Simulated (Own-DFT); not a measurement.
# Energy and forces against displacement in beta-Si3N4, 112 atoms (N64Si48)

Calculated results; nothing here was measured. The program, named Own-DFT, is a retired in-house plane-wave density functional code that no person has reviewed. Each row is one single-point run on a periodic cell that was not relaxed, without spin or spin-orbit coupling.

Settings of every run: PBE; PseudoDojo norm-conserving scalar-relativistic files; cutoff 42 hartree; 2 x 2 x 4 k mesh centred on Gamma; Fermi-Dirac smearing of 0.1 eV.

Known limits, some of them of some rows only: some atoms lie very close together; forces on such cells moved up to 12 meV/angstrom on a denser k mesh; stress not checked against mesh or cutoff.

Cell vectors in Å: (15.212, 0.000, 0.000); (-7.606, 13.174, 0.000); (0.000, 0.000, 5.818). In each run every atom was moved at random and independently from its ideal site; u is the rms move along one axis. E is the free energy for each atom above the fitted value at u = 0, and F the rms of the force components.

```
run,u (Å),E (meV/atom),F (eV/Å),largest force (eV/Å),P (GPa)
1,0.0193,19.2,0.821,4.46,5.54
2,0.0194,?,?,?,?
3,0.0497,120.0,2.040,7.73,7.97
4,0.0523,140.8,2.299,9.92,8.54
5,0.0539,150.4,2.302,9.25,9.26
6,0.0994,590.3,6.654,51.04,21.38
7,0.0998,471.1,4.975,35.70,17.99
8,0.1028,490.0,5.013,26.16,17.36
9,0.1596,1365.0,9.877,55.18,42.33
```

## Worked fit

For small independent moves the energy grows as E = (3/2) K u², with K the mean stiffness felt by one atom. The runs with u up to 0.11 Å give K = 34.0 ± 1.6 eV/Å², with residuals divided by u² + 0.0006 Å², since the noise grows with the moves. The scatter is 14.1 meV/atom at u = 0.05 Å. The forces follow F = G u with G = 48.7 eV/Å²; no force at u = 0 is resolved. G exceeds K because the moves of its neighbours add to the force on an atom, and stiffness differs between atoms. At u = 0.160 Å the parabola gives 1297 meV/atom and the run 1365. The pressure follows P = 4.98 + 1368 u² GPa: at fixed volume, shortened bonds push harder than stretched ones pull.

## Withheld run

Question: what energy and rms force should run 2 give?

The fit gives 19 ± 5 meV/atom and about 0.95 eV/Å. The calculation gave 20.6 meV/atom and 0.825 eV/Å.
